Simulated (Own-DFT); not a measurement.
Simulation results for GaN (wurtzite, strained, atoms displaced)

Computed with Own-DFT development build. A calculation, not a measurement: plane-wave PBE density functional theory by an unreviewed code, no spin, of a simulated periodic cell, stress positive in tension, free energy of the whole cell less one offset for each atom, forces on such cells passed a denser k mesh, this cell's mesh not checked; offsets are fitted by least squares, one for each functional and potential file, so energies compare only between cells with the same atoms and settings and are not formation energies; the far tail of each file's local potential was reset to the Coulomb form; each entry is a single point on an unrelaxed cell, so the pressure reflects the starting lattice, mostly measured values (interpolated for alloys), from which strain is counted, and rises with the displacements; printed positions are rounded, which can move forces by about a meV/angstrom; the program, named Own-DFT, is a retired in-house code; no spin-orbit coupling.

```cif
# cell vector a (Å): 12.7560 0.0000 0.0000
# cell vector b (Å): -4.7835 8.2853 0.0000
# cell vector c (Å): 0.0000 0.0000 10.6811
data_GaN
_symmetry_space_group_name_H-M 'P 1'
_symmetry_Int_Tables_number 1
_cell_length_a 12.7560
_cell_length_b 9.5670
_cell_length_c 10.6811
_cell_angle_alpha 90.000
_cell_angle_beta 90.000
_cell_angle_gamma 120.000
_cell_volume 1128.86
loop_
_atom_site_label
_atom_site_type_symbol
_atom_site_fract_x
_atom_site_fract_y
_atom_site_fract_z
_atom_site_occupancy
Ga1 Ga 0.08862 0.21666 0.00346 1
Ga2 Ga 0.16335 0.10992 0.24075 1
N1 N 0.08627 0.22728 0.19172 1
N2 N 0.16759 0.11639 0.44004 1
Ga3 Ga 0.08883 0.23078 0.50251 1
Ga4 Ga 0.16744 0.11462 0.74912 1
N3 N 0.08448 0.22201 0.68144 1
N4 N 0.15911 0.10632 0.93379 1
Ga5 Ga 0.08799 0.56185 0.99924 1
Ga6 Ga 0.16414 0.44474 0.25708 1
N5 N 0.07722 0.55192 0.19407 1
N6 N 0.17155 0.45385 0.45012 1
Ga7 Ga 0.07280 0.55468 0.50788 1
Ga8 Ga 0.15799 0.44122 0.74968 1
N7 N 0.07798 0.55990 0.68601 1
N8 N 0.16731 0.45052 0.93698 1
Ga9 Ga 0.08379 0.88608 0.99702 1
Ga10 Ga 0.16962 0.78656 0.25926 1
N9 N 0.08016 0.89364 0.18762 1
N10 N 0.16395 0.77980 0.43341 1
Ga11 Ga 0.09296 0.89547 0.49865 1
Ga12 Ga 0.17001 0.77910 0.75593 1
N11 N 0.08103 0.89446 0.68741 1
N12 N 0.16998 0.78085 0.93320 1
Ga13 Ga 0.32554 0.21929 0.99549 1
Ga14 Ga 0.42092 0.11192 0.25179 1
N13 N 0.33074 0.20799 0.19022 1
N14 N 0.41119 0.10342 0.43812 1
Ga15 Ga 0.33989 0.23140 0.50802 1
Ga16 Ga 0.41460 0.10838 0.74790 1
N15 N 0.34142 0.22156 0.68209 1
N16 N 0.40945 0.10952 0.94277 1
Ga17 Ga 0.33257 0.56216 0.99560 1
Ga18 Ga 0.42253 0.45146 0.24254 1
N17 N 0.32596 0.54486 0.18625 1
N18 N 0.41855 0.44227 0.42825 1
Ga19 Ga 0.33738 0.55457 0.50526 1
Ga20 Ga 0.41755 0.44112 0.74872 1
N19 N 0.33017 0.55184 0.68472 1
N20 N 0.41258 0.43420 0.93561 1
Ga21 Ga 0.32892 0.88244 0.99430 1
Ga22 Ga 0.40733 0.76936 0.25060 1
N21 N 0.34314 0.89071 0.18018 1
N22 N 0.41203 0.76439 0.44245 1
Ga23 Ga 0.33313 0.89448 0.49883 1
Ga24 Ga 0.41483 0.76417 0.74638 1
N23 N 0.33397 0.89093 0.68425 1
N24 N 0.41061 0.77629 0.92929 1
Ga25 Ga 0.57676 0.21877 0.99609 1
Ga26 Ga 0.67044 0.10867 0.25171 1
N25 N 0.58992 0.23000 0.19265 1
N26 N 0.66610 0.10899 0.43290 1
Ga27 Ga 0.58406 0.21796 0.50191 1
Ga28 Ga 0.66263 0.10249 0.75224 1
N27 N 0.58233 0.23176 0.68986 1
N28 N 0.67286 0.11943 0.94832 1
Ga29 Ga 0.58670 0.55850 0.00575 1
Ga30 Ga 0.67194 0.45075 0.25085 1
N29 N 0.58893 0.55463 0.19294 1
N30 N 0.66693 0.44860 0.44347 1
Ga31 Ga 0.58152 0.55131 0.50310 1
Ga32 Ga 0.66583 0.42825 0.75637 1
N31 N 0.58876 0.55971 0.68805 1
N32 N 0.66411 0.43872 0.93690 1
Ga33 Ga 0.59229 0.89951 0.99538 1
Ga34 Ga 0.66980 0.77248 0.24910 1
N33 N 0.58465 0.88475 0.18108 1
N34 N 0.66583 0.77502 0.42974 1
Ga35 Ga 0.57848 0.88165 0.50483 1
Ga36 Ga 0.66224 0.77505 0.74446 1
N35 N 0.58190 0.89468 0.69133 1
N36 N 0.66711 0.77662 0.94021 1
Ga37 Ga 0.83545 0.22827 0.00752 1
Ga38 Ga 0.91939 0.11250 0.24652 1
N37 N 0.82950 0.22814 0.19617 1
N38 N 0.91211 0.11050 0.43634 1
Ga39 Ga 0.83458 0.21901 0.49495 1
Ga40 Ga 0.92419 0.12363 0.75635 1
N39 N 0.82832 0.22454 0.68766 1
N40 N 0.91587 0.10305 0.93521 1
Ga41 Ga 0.83111 0.54768 0.00473 1
Ga42 Ga 0.92351 0.44336 0.25244 1
N41 N 0.82986 0.55522 0.18989 1
N42 N 0.92780 0.45420 0.44391 1
Ga43 Ga 0.84147 0.55620 0.50652 1
Ga44 Ga 0.91135 0.43979 0.75546 1
N43 N 0.83926 0.56041 0.69412 1
N44 N 0.92015 0.44835 0.93790 1
Ga45 Ga 0.82996 0.88688 0.00397 1
Ga46 Ga 0.91623 0.77322 0.24913 1
N45 N 0.83273 0.88244 0.19234 1
N46 N 0.92022 0.79514 0.43124 1
Ga47 Ga 0.83471 0.89381 0.49533 1
Ga48 Ga 0.91973 0.77609 0.75231 1
N47 N 0.83832 0.88991 0.69497 1
N48 N 0.91864 0.77483 0.93653 1
_calc_functional 'PBE'
_calc_potential_files 'PseudoDojo norm-conserving, scalar-relativistic, standard set with the stringent files for Ga'
_calc_wave_cutoff 96  # hartree
_calc_occupations 'Gaussian'
_calc_smearing_width 0.01  # eV
_calc_k_mesh '3 x 4 x 3 centred on Gamma'
_calc_free_energy_of_cell_above_offsets '-5.176'  # eV
_calc_pressure 1.45  # GPa
_calc_stress_xx -3.66  # GPa
_calc_stress_yy -4.96  # GPa
_calc_stress_zz 4.27  # GPa
_calc_stress_yz -0.38  # GPa
_calc_stress_xz 0.28  # GPa
_calc_stress_xy -0.28  # GPa
```

Force:
```tsv
element	x (eV/Å)	y (eV/Å)	z (eV/Å)
Ga	-2.241	1.21	0.051
Ga	0.995	0.559	2.138
N	-0.588	-0.24	-0.944
N	0.589	0.321	-0.424
Ga	-0.38	-0.833	-0.995
Ga	0.225	-0.352	-0.605
N	-0.22	0.653	1.365
N	1.313	-0.008	-0.263
Ga	-0.589	-0.569	0.767
Ga	0.252	0.321	0.593
N	1.978	1.742	-1.297
N	-0.923	-0.36	-1.239
Ga	4.055	1.916	0.293
Ga	0.565	0.6	-0.254
N	0.642	-0.288	1.26
N	0.06	-1.171	-0.263
Ga	-0.638	-0.273	0.605
Ga	0.063	-0.244	-2.089
N	1.129	-1.041	-0.88
N	0.979	-0.446	1.291
Ga	-2.112	0.527	0.392
Ga	-0.809	0.324	-1.761
N	1.657	-0.231	-0.038
N	-0.805	-0.483	0.82
Ga	0.732	-0.276	1.345
Ga	0.333	0.051	-0.218
N	-0.619	1.604	-1.089
N	0.691	1.544	-0.151
Ga	-0.619	-0.909	-2.546
Ga	0.623	-0.218	0.909
N	-1.703	0.362	1.495
N	0.646	-0.427	-1.359
Ga	0.853	-0.863	0.481
Ga	-0.489	-1.653	0.618
N	0.284	0.842	-0.443
N	-0.177	0.376	1.07
Ga	-0.126	-0.972	-0.758
Ga	0.243	0.442	0.319
N	0.387	-0.912	0.768
N	-0.161	1.622	0.168
Ga	0.857	1.225	0.888
Ga	1.889	0.137	0.103
N	-1.835	-0.334	0.631
N	-0.44	1.991	-0.778
Ga	0.354	-1.781	0.436
Ga	-1.126	1.375	0.283
N	0.309	-0.687	0.286
N	1.411	0.511	0.187
Ga	0.199	0.08	1.591
Ga	-1.799	-0.846	-0.347
N	-0.322	-0.839	-0.674
N	0.001	-0.264	1.25
Ga	-0.429	0.669	-0.53
Ga	-0.029	2.138	0.608
N	0.831	-3.32	-0.818
N	-0.784	-0.219	-1.743
Ga	-0.382	-0.704	-0.609
Ga	-0.104	-1.38	1.406
N	-0.896	0.004	-1.405
N	1.353	-0.69	-0.365
Ga	0.174	0.744	-0.445
Ga	-0.244	3.813	-0.081
N	-0.597	-1.132	0.067
N	0.055	0.481	0.536
Ga	-0.915	-1.449	0.976
Ga	-1.314	0.9	0.168
N	-0.288	-0.087	0.682
N	-0.356	0.17	1.639
Ga	0.595	0.446	-1.281
Ga	1.702	0.859	0.909
N	0.248	-1.601	-0.737
N	-0.448	-0.163	-0.756
Ga	0.941	-0.063	-0.176
Ga	-0.603	-0.55	0.733
N	2.123	-0.403	-1.174
N	1.308	0.862	-0.557
Ga	-0.958	0.547	0.904
Ga	-0.779	-1.734	-1.115
N	0.778	-0.557	-0.098
N	-0.248	1.495	1.525
Ga	-0.253	0.91	-0.32
Ga	-2.444	0.286	0.964
N	1.757	-0.05	-0.402
N	-3.106	-2.583	-1.976
Ga	-1.812	0.978	-0.297
Ga	0.304	0.518	-0.296
N	-0.749	-1.129	-0.638
N	0.164	-0.463	0.595
Ga	1.112	-0.367	-0.321
Ga	-0.013	0.397	0.523
N	0.016	1.252	-1.14
N	1.488	-1.753	0.81
Ga	-0.245	-0.652	1.191
Ga	-0.823	0.588	0.216
N	-1.221	0.513	-0.963
N	-0.502	-0.335	0.8
```
